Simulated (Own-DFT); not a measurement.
Simulation results for Hf36O71 (tetragonal hafnia with one neutral oxygen vacancy, atoms displaced)

All values are calculated (Own-DFT development build). A calculation, not a measurement: plane-wave PBE and HSE06 DFT by an unreviewed code, no spin, of a simulated cell at Gamma alone, so results move with cell size and shape, stress positive in tension, energies less offsets, not probed for a lower state with spin; hafnium file: forces about 75 meV/angstrom off all-electron values; oxygen file: force components 24 meV/angstrom off all-electron in a glass; k mesh not checked against a denser one; forces and stress are PBE's, HSE06 gives the energy alone, and its difference from PBE has offsets of its own; offsets are fitted by least squares, one for each functional and potential file, so energies compare only between cells with the same atoms and settings and are not formation energies; the far tail of each file's local potential was reset to the Coulomb form; each entry is a single point on an unrelaxed cell, so the pressure reflects the starting lattice, taken from the Materials Project, from which strain is counted, and rises with the displacements; printed positions are rounded, which can move forces by about a meV/angstrom; the program is a retired in-house code; no spin-orbit coupling.

Common to all runs: first functional PBE; second functional HSE06; exact exchange share 0.25; screening 0.11 1/bohr; exchange divergence Gygi-Baldereschi; potential files PseudoDojo norm-conserving, scalar-relativistic, made for PBE, standard set; wave cutoff 48 hartree; occupations fixed; k mesh 1 x 1 x 1 centred on Gamma.

```json
{"entry": 1, "formula": "Hf36O71", "kind": "tetragonal hafnia with one neutral oxygen vacancy, atoms displaced", "structure": {"cell_angstrom": [[10.78, 0.0, 0.0], [0.0, 10.78, 0.0], [0.0, 0.0, 10.4493]], "atoms_fractional": [["Hf", 0.99704, 0.99618, 0.00395], ["Hf", 0.1699, 0.16941, 0.25192], ["O", 0.99789, 0.16654, 0.15386], ["O", 0.16659, 0.00278, 0.34941], ["O", 0.00108, 0.16737, 0.40649], ["O", 0.17164, 0.00108, 0.09598], ["Hf", 0.00322, 0.00256, 0.50109], ["Hf", 0.17086, 0.16814, 0.74864], ["O", 0.99918, 0.16742, 0.6511], ["O", 0.16354, 0.99893, 0.84773], ["O", 0.99288, 0.16917, 0.89932], ["O", 0.16443, 0.00145, 0.59656], ["Hf", 0.99691, 0.33966, 0.99936], ["Hf", 0.16853, 0.50213, 0.2525], ["O", 0.0026, 0.50076, 0.15719], ["O", 0.16583, 0.33219, 0.34487], ["O", 0.9977, 0.50126, 0.3944], ["O", 0.1707, 0.33334, 0.09509], ["Hf", 0.0067, 0.33354, 0.50893], ["Hf", 0.1656, 0.50511, 0.75269], ["O", 0.00096, 0.49814, 0.65916], ["O", 0.16692, 0.33785, 0.85204], ["O", 0.99892, 0.49983, 0.90331], ["O", 0.17047, 0.3345, 0.5977], ["Hf", 0.00392, 0.66889, 0.99908], ["Hf", 0.17239, 0.83219, 0.24802], ["O", 0.99674, 0.83711, 0.15485], ["O", 0.1675, 0.66796, 0.3503], ["O", 0.99634, 0.83514, 0.40168], ["O", 0.16789, 0.66722, 0.09604], ["Hf", 0.00135, 0.66369, 0.49662], ["Hf", 0.16526, 0.83482, 0.7511], ["O", 0.99681, 0.83563, 0.65083], ["O", 0.16539, 0.66967, 0.84461], ["O", 0.9969, 0.83426, 0.90134], ["O", 0.16829, 0.66867, 0.59869], ["Hf", 0.33378, 0.00186, 0.00146], ["Hf", 0.50181, 0.16787, 0.25115], ["O", 0.33225, 0.16505, 0.14887], ["O", 0.49969, 0.99945, 0.34996], ["O", 0.33505, 0.17124, 0.40063], ["O", 0.49998, 0.00044, 0.09602], ["Hf", 0.32732, 0.00202, 0.50359], ["Hf", 0.49837, 0.1634, 0.74835], ["O", 0.3308, 0.16528, 0.64588], ["O", 0.50039, 0.99963, 0.8457], ["O", 0.33237, 0.16673, 0.90464], ["O", 0.49885, 0.99744, 0.60117], ["Hf", 0.33536, 0.33255, 0.9977], ["Hf", 0.49905, 0.5034, 0.24597], ["O", 0.32652, 0.4991, 0.15206], ["O", 0.49942, 0.33684, 0.34684], ["O", 0.3321, 0.49866, 0.40419], ["O", 0.50303, 0.33207, 0.09408], ["Hf", 0.33545, 0.3334, 0.50042], ["Hf", 0.5055, 0.50262, 0.74921], ["O", 0.33485, 0.49976, 0.65052], ["O", 0.50152, 0.333, 0.84539], ["O", 0.33468, 0.49769, 0.90117], ["O", 0.50015, 0.33621, 0.5958], ["Hf", 0.33753, 0.67018, 0.99677], ["Hf", 0.49844, 0.82682, 0.24803], ["O", 0.33519, 0.82891, 0.15479], ["O", 0.50152, 0.6653, 0.34462], ["O", 0.33224, 0.83499, 0.40508], ["O", 0.50348, 0.66288, 0.09955], ["Hf", 0.33741, 0.66255, 0.50163], ["Hf", 0.49786, 0.82726, 0.74601], ["O", 0.33319, 0.83417, 0.65445], ["O", 0.32982, 0.8296, 0.90744], ["O", 0.50095, 0.66643, 0.60023], ["Hf", 0.66574, 0.99942, 0.00177], ["Hf", 0.83367, 0.16584, 0.25293], ["O", 0.66507, 0.16992, 0.15612], ["O", 0.83106, 0.99608, 0.34912], ["O", 0.66211, 0.16337, 0.40574], ["O", 0.83467, 0.99735, 0.09415], ["Hf", 0.66731, 0.0064, 0.5021], ["Hf", 0.83152, 0.16459, 0.75398], ["O", 0.66558, 0.16733, 0.6537], ["O", 0.83058, 0.00141, 0.84668], ["O", 0.66932, 0.16229, 0.90584], ["O", 0.83172, 0.00197, 0.59684], ["Hf", 0.66798, 0.33056, 0.001], ["Hf", 0.83254, 0.5048, 0.25097], ["O", 0.66765, 0.50025, 0.1498], ["O", 0.82989, 0.33161, 0.34791], ["O", 0.66566, 0.49883, 0.40377], ["O", 0.83203, 0.33395, 0.0987], ["Hf", 0.6671, 0.32971, 0.49844], ["Hf", 0.83377, 0.49959, 0.7492], ["O", 0.66471, 0.49664, 0.65561], ["O", 0.83382, 0.33719, 0.84456], ["O", 0.66654, 0.50289, 0.89647], ["O", 0.83236, 0.33522, 0.59945], ["Hf", 0.67073, 0.66839, 0.99931], ["Hf", 0.83482, 0.83231, 0.25148], ["O", 0.6642, 0.83518, 0.14923], ["O", 0.83455, 0.66482, 0.35042], ["O", 0.6632, 0.83341, 0.40106], ["O", 0.83414, 0.66929, 0.09995], ["Hf", 0.66764, 0.66493, 0.49433], ["Hf", 0.83288, 0.83596, 0.74641], ["O", 0.66371, 0.83307, 0.65067], ["O", 0.83173, 0.66398, 0.84887], ["O", 0.66681, 0.83763, 0.90642], ["O", 0.83004, 0.66486, 0.60082]]}, "results": {"PBE_energy_of_cell_above_offsets [eV]": "-101.040", "HSE06_less_PBE_above_offsets [eV]": "-0.147", "PBE_pressure [GPa]": 0.88, "PBE_stress_xx [GPa]": -0.72, "PBE_stress_yy [GPa]": -0.3, "PBE_stress_zz [GPa]": -1.62, "PBE_stress_yz [GPa]": 0.1, "PBE_stress_xz [GPa]": 0.22, "PBE_stress_xy [GPa]": 0.03, "force_element": ["Hf", "Hf", "O", "O", "O", "O", "Hf", "Hf", "O", "O", "O", "O", "Hf", "Hf", "O", "O", "O", "O", "Hf", "Hf", "O", "O", "O", "O", "Hf", "Hf", "O", "O", "O", "O", "Hf", "Hf", "O", "O", "O", "O", "Hf", "Hf", "O", "O", "O", "O", "Hf", "Hf", "O", "O", "O", "O", "Hf", "Hf", "O", "O", "O", "O", "Hf", "Hf", "O", "O", "O", "O", "Hf", "Hf", "O", "O", "O", "O", "Hf", "Hf", "O", "O", "O", "Hf", "Hf", "O", "O", "O", "O", "Hf", "Hf", "O", "O", "O", "O", "Hf", "Hf", "O", "O", "O", "O", "Hf", "Hf", "O", "O", "O", "O", "Hf", "Hf", "O", "O", "O", "O", "Hf", "Hf", "O", "O", "O", "O"], "force_x [eV/angstrom]": [0.75, -0.445, 0.376, 0.124, -0.163, -0.968, -1.145, -1.277, 0.561, 0.325, 0.281, 0.237, 0.79, -0.527, -0.477, -0.098, 0.256, -0.918, -1.457, 1.226, 0.362, -0.007, 0.226, -0.173, -0.782, -0.892, 1.322, -0.076, 0.241, -0.177, -0.285, -0.251, 0.641, -0.263, 0.141, -0.342, 0.437, -0.888, 0.681, -0.177, -0.225, -0.335, 1.692, 0.239, 0.374, -0.377, -0.119, -0.273, -0.374, 0.003, 1.674, 0.15, 0.003, -0.502, 0.591, -0.782, -0.291, 0.026, 0.269, -0.053, -0.003, 1.23, -0.097, -0.352, -0.077, -0.622, -0.855, 0.782, -0.469, 0.413, 0.146, -0.112, 0.433, 0.684, -0.042, 0.155, -0.709, -0.893, 0.699, -0.169, 0.245, 0.003, 0.432, -0.065, 0.319, -0.136, -0.205, 0.079, 0.217, 0.266, -1.018, 0.591, -0.251, -0.621, 0.398, 0.177, -0.82, 0.322, -0.31, 0.208, 0.53, 0.309, -0.655, 0.387, 0.196, -0.272, 0.653], "force_y [eV/angstrom]": [1.375, -0.106, -0.211, -0.545, 0.338, -0.565, -0.379, 0.315, 0.193, 0.493, -0.279, -0.103, -1.505, -0.637, 0.029, 0.645, -0.406, -0.181, -0.218, -0.73, 0.065, -0.696, 1.031, -0.137, -0.312, 0.502, -0.104, 0.133, -0.614, 0.477, 0.802, 0.048, -0.072, -0.148, -0.27, -0.212, 0.295, -0.55, 0.051, 0.022, -0.714, 0.039, -0.092, 0.156, 0.001, -0.334, -0.289, 0.533, 0.365, -1.12, 0.206, -0.209, 0.447, 0.223, 0.27, -0.237, 0.346, -0.433, 1.252, -0.468, -1.705, 1.958, -0.063, -0.294, -0.555, 0.15, 0.39, 0.627, 0.077, 0.995, 0.041, -0.284, 0.254, -0.228, 0.948, 0.964, 0.177, -2.009, 0.645, -0.034, -0.772, 0.983, 0.027, 0.559, -1.421, 0.129, 0.153, 0.129, 0.066, 0.741, 0.352, 0.17, -0.635, -0.115, -0.008, -0.132, 0.262, -0.25, 0.582, -0.352, -0.174, 0.799, -0.585, -0.073, 0.97, -1.163, -0.073], "force_z [eV/angstrom]": [-0.587, -0.88, 0.309, -0.174, -0.095, 0.335, -0.459, 1.011, 0.295, -0.357, 0.706, 0.797, 0.425, -0.264, -0.786, 0.654, 1.64, 0.127, -1.104, -0.129, -1.194, -1.032, 0.055, 0.448, 0.152, 0.756, -0.424, -0.238, 0.281, 0.061, 0.299, -0.494, 0.213, 0.701, 0.11, -0.316, -0.205, 0.207, 0.502, -0.707, 0.048, 0.233, -1.098, 0.175, 0.637, 0.039, -1.083, -0.469, 0.335, -0.324, 0.134, -0.32, -0.394, 0.367, -0.174, 0.66, 0.339, -0.202, 0.11, -0.086, 0.512, 0.777, -0.483, 0.716, -0.034, -0.778, 0.19, 0.565, 0.092, -0.718, -0.026, 0.083, -0.201, -0.106, -0.289, -0.652, 0.665, 0.005, -0.139, -0.065, -0.015, -0.32, 0.299, -0.561, -0.23, 0.281, -0.115, -0.332, -0.216, 0.424, 0.035, -0.795, 0.633, 0.868, -0.5, -0.392, 0.129, 0.582, 0.105, 0.188, 0.033, 0.894, 0.297, 0.473, 0.002, -0.714, -0.726]}}
{"entry": 2, "formula": "Hf36O71", "kind": "tetragonal hafnia with one neutral oxygen vacancy, atoms displaced", "structure": {"cell_angstrom": [[10.78, 0.0, 0.0], [0.0, 10.78, 0.0], [0.0, 0.0, 10.4493]], "atoms_fractional": [["Hf", 0.99781, 0.99614, 0.99703], ["Hf", 0.1591, 0.16572, 0.24695], ["O", 0.99988, 0.16173, 0.15791], ["O", 0.17087, 0.00287, 0.34531], ["O", 0.99754, 0.1625, 0.40914], ["O", 0.17304, 0.99653, 0.09608], ["Hf", 0.997, 0.0069, 0.50101], ["Hf", 0.1675, 0.17004, 0.75421], ["O", 0.9942, 0.16481, 0.65323], ["O", 0.16486, 0.99601, 0.84323], ["O", 0.00427, 0.16285, 0.90411], ["O", 0.17242, 0.99733, 0.59487], ["Hf", 0.00428, 0.33427, 0.99745], ["Hf", 0.16631, 0.50651, 0.24791], ["O", 0.00999, 0.50454, 0.15462], ["O", 0.16706, 0.32735, 0.34414], ["O", 0.0022, 0.50788, 0.39819], ["O", 0.16595, 0.33827, 0.09694], ["Hf", 0.99786, 0.33283, 0.50106], ["Hf", 0.16779, 0.50025, 0.74887], ["O", 0.00341, 0.49244, 0.66364], ["O", 0.17506, 0.33496, 0.85889], ["O", 0.00609, 0.51019, 0.90283], ["O", 0.17046, 0.33263, 0.60193], ["Hf", 0.00233, 0.66515, 0.99865], ["Hf", 0.16655, 0.82745, 0.26309], ["O", 0.002, 0.83357, 0.15066], ["O", 0.16904, 0.67018, 0.35074], ["O", 0.00347, 0.8344, 0.41305], ["O", 0.16427, 0.67351, 0.10419], ["Hf", 0.00401, 0.66789, 0.4928], ["Hf", 0.16644, 0.83205, 0.75575], ["O", 0.0005, 0.82914, 0.65259], ["O", 0.17032, 0.6753, 0.84228], ["O", 0.00243, 0.84071, 0.91055], ["O", 0.16563, 0.66947, 0.60532], ["Hf", 0.33202, 0.00044, 0.98894], ["Hf", 0.50559, 0.1775, 0.24226], ["O", 0.33345, 0.17073, 0.1582], ["O", 0.4917, 0.99389, 0.35498], ["O", 0.32926, 0.16518, 0.40763], ["O", 0.50772, 0.99451, 0.09628], ["Hf", 0.33081, 0.00316, 0.5021], ["Hf", 0.50221, 0.16251, 0.75083], ["O", 0.32692, 0.16617, 0.64348], ["O", 0.50924, 0.99579, 0.84471], ["O", 0.32868, 0.16517, 0.88913], ["O", 0.49194, 0.99477, 0.59569], ["Hf", 0.33217, 0.33055, 0.99826], ["Hf", 0.49642, 0.50173, 0.24827], ["O", 0.33291, 0.49731, 0.14556], ["O", 0.49932, 0.33309, 0.34913], ["O", 0.33089, 0.49517, 0.39869], ["O", 0.49768, 0.33893, 0.09373], ["Hf", 0.3243, 0.34048, 0.49772], ["Hf", 0.50105, 0.50485, 0.75279], ["O", 0.33122, 0.50287, 0.65345], ["O", 0.50499, 0.33389, 0.85405], ["O", 0.49651, 0.33679, 0.59535], ["Hf", 0.33708, 0.66109, 0.99025], ["Hf", 0.50006, 0.83343, 0.25207], ["O", 0.33085, 0.83377, 0.15029], ["O", 0.49878, 0.66564, 0.34646], ["O", 0.32623, 0.83446, 0.40421], ["O", 0.50114, 0.66758, 0.09828], ["Hf", 0.3365, 0.6663, 0.50938], ["Hf", 0.49659, 0.8306, 0.74645], ["O", 0.33535, 0.8313, 0.64412], ["O", 0.4971, 0.66382, 0.85354], ["O", 0.33703, 0.83412, 0.90033], ["O", 0.50186, 0.66971, 0.6006], ["Hf", 0.66776, 0.00115, 0.99458], ["Hf", 0.83032, 0.17203, 0.25043], ["O", 0.67294, 0.16763, 0.14424], ["O", 0.83152, 0.99504, 0.34966], ["O", 0.67243, 0.17004, 0.40151], ["O", 0.8379, 0.9914, 0.09435], ["Hf", 0.67254, 0.00252, 0.49343], ["Hf", 0.83415, 0.16645, 0.75391], ["O", 0.67351, 0.16869, 0.65709], ["O", 0.83435, 0.99503, 0.84787], ["O", 0.67076, 0.16763, 0.89901], ["O", 0.83424, 0.00806, 0.58759], ["Hf", 0.66139, 0.32254, 0.99661], ["Hf", 0.83274, 0.50214, 0.25288], ["O", 0.66596, 0.50294, 0.15213], ["O", 0.83001, 0.33925, 0.33866], ["O", 0.66161, 0.50175, 0.40342], ["O", 0.83264, 0.32823, 0.10052], ["Hf", 0.66658, 0.33109, 0.49607], ["Hf", 0.81892, 0.50593, 0.74945], ["O", 0.66695, 0.51088, 0.64785], ["O", 0.82581, 0.32296, 0.85305], ["O", 0.666, 0.49222, 0.89931], ["O", 0.83536, 0.32811, 0.59537], ["Hf", 0.67033, 0.66682, 0.00672], ["Hf", 0.83664, 0.82873, 0.25018], ["O", 0.65723, 0.83425, 0.15227], ["O", 0.83241, 0.66588, 0.3614], ["O", 0.66663, 0.83419, 0.40009], ["O", 0.83757, 0.6644, 0.1016], ["Hf", 0.66427, 0.66224, 0.49744], ["Hf", 0.83081, 0.83683, 0.7536], ["O", 0.6605, 0.83827, 0.6569], ["O", 0.84177, 0.67019, 0.84421], ["O", 0.66353, 0.83692, 0.90216], ["O", 0.82836, 0.67035, 0.60021]]}, "results": {"PBE_energy_of_cell_above_offsets [eV]": "-96.611", "HSE06_less_PBE_above_offsets [eV]": "0.093", "PBE_pressure [GPa]": 2.05, "PBE_stress_xx [GPa]": -0.36, "PBE_stress_yy [GPa]": -3.44, "PBE_stress_zz [GPa]": -2.34, "PBE_stress_yz [GPa]": -0.77, "PBE_stress_xz [GPa]": -0.2, "PBE_stress_xy [GPa]": 0.01, "force_element": ["Hf", "Hf", "O", "O", "O", "O", "Hf", "Hf", "O", "O", "O", "O", "Hf", "Hf", "O", "O", "O", "O", "Hf", "Hf", "O", "O", "O", "O", "Hf", "Hf", "O", "O", "O", "O", "Hf", "Hf", "O", "O", "O", "O", "Hf", "Hf", "O", "O", "O", "O", "Hf", "Hf", "O", "O", "O", "O", "Hf", "Hf", "O", "O", "O", "O", "Hf", "Hf", "O", "O", "O", "Hf", "Hf", "O", "O", "O", "O", "Hf", "Hf", "O", "O", "O", "O", "Hf", "Hf", "O", "O", "O", "O", "Hf", "Hf", "O", "O", "O", "O", "Hf", "Hf", "O", "O", "O", "O", "Hf", "Hf", "O", "O", "O", "O", "Hf", "Hf", "O", "O", "O", "O", "Hf", "Hf", "O", "O", "O", "O"], "force_x [eV/angstrom]": [1.484, 2.489, -1.316, -1.0, -0.422, -0.673, 1.999, 0.353, 1.544, 0.502, 0.044, -2.488, -0.701, 1.071, -2.582, -0.7, -0.024, -0.139, 1.095, -0.469, -1.61, -0.399, -0.058, -1.873, 0.643, 1.364, -0.584, -0.36, -0.179, 0.873, -0.603, -0.179, -0.66, 0.434, -0.033, 0.236, -0.128, -2.09, 0.674, 1.209, 0.431, -1.198, 0.347, -0.946, 1.071, -0.509, 0.757, 2.233, -0.636, 0.133, -0.057, 0.641, 0.06, 0.566, 1.359, -0.321, 0.846, -0.837, 0.939, -0.371, -1.795, 0.628, -0.182, 0.082, -0.236, -1.068, -0.047, -0.469, -0.244, 0.096, -0.193, -0.103, 1.007, -0.977, 0.005, -0.083, -1.409, -1.864, 0.275, -1.716, -0.011, -0.814, -0.693, 1.378, 0.302, 0.309, 0.33, 0.375, 0.802, -1.061, 2.309, -0.808, 0.957, 0.626, -0.799, -0.94, -0.584, 2.816, 0.073, 0.068, -0.523, 0.865, 0.185, 1.39, -0.794, 0.652, 0.628], "force_y [eV/angstrom]": [0.916, -1.22, 0.438, -0.162, 2.359, 0.931, -1.943, -0.999, 0.349, 1.316, 1.269, 0.174, 0.224, -0.787, -0.351, 1.563, -2.075, -0.53, 0.396, 0.541, -0.178, 0.365, -2.425, 0.305, 1.533, 2.809, -0.119, -2.128, 0.119, -0.945, 0.944, 1.335, 0.516, -2.647, -2.648, -0.796, -1.066, -2.189, 0.346, 1.676, 1.662, 1.209, 0.109, 0.158, 0.245, 1.264, 0.063, 0.926, 0.678, 0.242, 0.412, 0.189, 1.82, -0.853, -3.171, -1.453, 0.166, -0.417, 0.006, 0.795, 1.036, -0.262, -0.362, -1.44, -0.683, 1.422, 0.808, -0.816, -0.059, -0.247, -0.538, -1.066, -1.043, 0.096, 0.703, -0.219, 0.303, -1.558, -0.35, -0.03, 1.544, -1.395, -0.581, 1.702, 0.933, 0.141, -0.648, -1.054, 0.545, 0.62, -0.394, -0.754, 2.174, 1.663, 0.763, 0.284, 0.91, -0.89, -0.035, -0.426, 0.064, 1.686, -1.256, 0.167, -0.361, -1.772, -0.589], "force_z [eV/angstrom]": [2.051, 0.836, -0.595, -0.08, -1.225, -1.033, 0.966, -1.307, 0.178, 0.515, -0.152, 0.757, 0.385, 0.229, -0.536, 0.594, 0.312, -0.106, 0.41, 0.56, -1.076, -0.983, 0.141, 0.218, 1.158, -2.499, 1.44, 1.165, -1.624, -1.038, 2.771, -3.022, 1.167, 1.953, -1.583, -1.122, 2.466, 1.108, -1.111, -1.367, -0.616, -0.59, -1.381, -1.593, 1.967, 0.094, 0.879, 1.01, 0.121, -0.128, -0.223, -0.744, -0.228, 0.925, -0.137, -0.212, 0.307, -0.922, 0.13, 1.781, -0.192, 0.629, 0.575, 0.087, -0.571, -1.004, -0.284, 1.36, -0.297, -0.439, 0.328, 1.046, -0.6, 0.419, -0.897, -0.868, 0.361, 0.52, -0.38, -0.737, -0.002, -0.227, 1.455, 0.28, -1.154, 0.349, 1.609, -0.488, -0.535, 1.129, 0.426, 0.057, -0.473, -0.109, -0.342, -0.071, -0.358, -0.194, -1.571, 0.469, 0.05, 0.308, -1.834, -0.348, 0.942, 0.348, -0.135]}}
```
